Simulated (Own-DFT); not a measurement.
# Biaxial strain at fixed height in wurtzite AlGaN with randomly placed atoms, 72 atoms (Al27Ga9N36)

The numbers are computed, not measured, by runs of the plane-wave DFT program Own-DFT (in-house, retired, unreviewed) at fixed positions, with no spin and no spin-orbit coupling.

All runs used: PBE; PseudoDojo norm-conserving scalar-relativistic files (stringent for Ga); cutoff 96 hartree; 4 x 4 x 3 k mesh centred on Gamma; Gaussian smearing of 0.01 eV.

Limits: forces on such cells passed a denser k mesh, each cell not checked; stress not checked against mesh or cutoff.

Unstrained cell vectors in Å: (9.394, 0.000, 0.000); (-4.697, 8.135, 0.000); (0.000, 0.000, 10.066). The unstrained cell has measured lattice constants (interpolated for alloys), not those of this functional. That, the random moves and any unrelaxed bonds set the pressure at no strain. Each run strains x and y alike by e, as a substrate would, and holds the height along z. Each coordinate of each atom was shifted by a normal deviate of width 0.05 Å. The random placing of the alloy's atoms differs from row to row. Stress is positive in tension.

```
e (%),u (Å),(s_xx + s_yy)/2 (GPa),s_zz (GPa)
-2.50,0.047,-22.61,-9.33
-2.00,0.052,-19.72,-10.40
-0.25,0.047,-7.17,-6.39
0.25,0.050,-4.50,-5.63
0.50,0.052,-3.83,-5.54
1.25,0.050,0.87,-5.68
2.00,0.048,4.67,-3.67
2.25,0.053,4.64,-3.54
2.50,0.055,?,?
3.00,0.047,9.26,-3.75
```

## Analysis

With e as a fraction, the in-plane stress is -6.2 + 591 e - 2982 e² GPa (errors 11 and 676, scatter 0.59), and s_zz is -6.6 + 125 e GPa (slope ± 15, scatter 0.78). At e = 0 the first slope is C11 + C12 and the second 2 C13, both with the ions held to the strained lattice and at the cell's own pressure. The term in e² is negative: the layer stiffens under compression and softens under tension. A free layer would change its height as e changes, and the in-plane slope would drop by 2 C13²/C33 to the biaxial modulus. At fixed height, a misfit of 1 % moves the in-plane stress by about 5.9 GPa and s_zz by 1.2 GPa.

## Withheld run

Question: what are the two stresses at e = 2.50 %?

The fit gives 6.7 and -3.5 GPa. Computed: 5.74 and -3.95 GPa.
